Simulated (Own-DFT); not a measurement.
# Which defects push the lattice out? rock-salt HfC

Everything here is calculated. The program is Own-DFT (plane waves, in-house, since retired, never reviewed by a person); positions were held fixed, and spin and spin-orbit coupling were off.

Common settings: PBE; PseudoDojo norm-conserving scalar-relativistic files; cutoff 42 hartree; 4 x 4 x 4 k mesh centred on Gamma; cold (Marzari-Vanderbilt) smearing of 0.2 eV.

Caveats: hafnium file: forces about 75 meV/angstrom off all-electron values; forces on such cells failed a check on a denser k mesh; stress not checked against mesh or cutoff.

All runs share one cell, with vectors in Å (3.784, -5.351, 6.554); (-3.784, 5.351, 6.554); (-7.568, -5.351, 0.000) and a volume of 796.2 Å³. u is the rms random offset of the atoms per axis. The defect's site can differ from row to row.

| cell | formula | u (Å) | P (GPa) |
|---|---|---|---|
| no defect | C32Hf32 | 0.0189 | 3.14 |
| no defect | C32Hf32 | 0.0206 | 3.21 |
| no defect | C32Hf32 | 0.0506 | 4.95 |
| one C vacancy | C31Hf32 | 0.0293 | 3.02 |
| one C vacancy | C31Hf32 | 0.0328 | 3.04 |
| one C vacancy | C31Hf32 | 0.0525 | 4.29 |
| one Hf vacancy | C32Hf31 | 0.0493 | 3.93 |
| one Hf vacancy | C32Hf31 | 0.0497 | 3.77 |
| one Hf vacancy | C32Hf31 | 0.0509 | ? |
| one Hf vacancy | C32Hf31 | 0.0513 | 4.00 |

## Fit

P = P0 + c u² + a shift for each defect gives P0 = 2.91 GPa, c = 771 ± 42 GPa/Å² and a scatter of 0.10 GPa. The shifts, and each times the cell's volume:

- one C vacancy: -0.66 ± 0.08 GPa, -3.3 eV
- one Hf vacancy: -0.95 ± 0.10 GPa, -4.7 eV

Against the defect-free cell, a freed cell would be larger where the shift is positive and smaller where it is negative (160.2 GPa Å³ is 1 eV). The atoms around the defects weren't relaxed, which would change these numbers.

## Test on the hidden row

Q: what pressure belongs in the blank (one Hf vacancy, u = 0.0509 Å)?

The fit gives 3.96 ± 0.11 GPa. The calculation gave 3.68 GPa.
